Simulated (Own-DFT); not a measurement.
# Point defects and the pressure they add: wurtzite GaN

Everything here is calculated. The program is Own-DFT (plane waves, in-house, since retired, never reviewed by a person); positions were held fixed, and spin and spin-orbit coupling were off.

All runs used: PBE; PseudoDojo norm-conserving scalar-relativistic files; cutoff 42 hartree; 4 x 4 x 3 k mesh centred on Gamma; Fermi-Dirac smearing of 0.1 eV.

Caveats (not all hold for every row): not probed for a lower state with spin; forces not confirmed at this smearing and k mesh; stress not checked against mesh or cutoff.

All runs share one cell, with vectors in Å (9.567, 0.000, 0.000); (-4.784, 8.285, 0.000); (0.000, 0.000, 10.370) and a volume of 822.0 Å³. u is the rms random offset of the atoms per axis. The defect's site can differ from row to row.

| cell | formula | u (Å) | P (GPa) |
|---|---|---|---|
| no defect | Ga36N36 | 0.0203 | 5.93 |
| no defect | Ga36N36 | 0.0471 | 7.38 |
| no defect | Ga36N36 | 0.0516 | 8.03 |
| one Ga on an N site | Ga37N35 | 0.0295 | 11.88 |
| one Ga on an N site | Ga37N35 | 0.0494 | 12.90 |
| one Ga on an N site | Ga37N35 | 0.0529 | 13.96 |
| one N on a Ga site | Ga35N37 | 0.0271 | 5.34 |
| one N on a Ga site | Ga35N37 | 0.0294 | ? |
| one N on a Ga site | Ga35N37 | 0.0485 | 6.61 |
| one N on a Ga site | Ga35N37 | 0.0508 | 6.68 |

## Working it out

P = P0 + c u² + a shift for each defect gives P0 = 5.58 GPa, c = 868 ± 102 GPa/Å² and a scatter of 0.27 GPa. The shifts, and each times the cell's volume:

- one Ga on an N site: 5.56 ± 0.22 GPa, 28.5 eV
- one N on a Ga site: -1.01 ± 0.22 GPa, -5.2 eV

A positive shift means that the defect pushes the cell outwards. Shift times volume (160.2 GPa Å³ is 1 eV) depends little on the cell's size, so, taken for each site, it can be compared between cells at like pressure. The atoms around the defects weren't relaxed, which would change these numbers.

## Check

Asked: what pressure belongs in the blank (one N on a Ga site, u = 0.0294 Å)?

The fit gives 5.32 ± 0.33 GPa. The run itself gave 5.42 GPa.
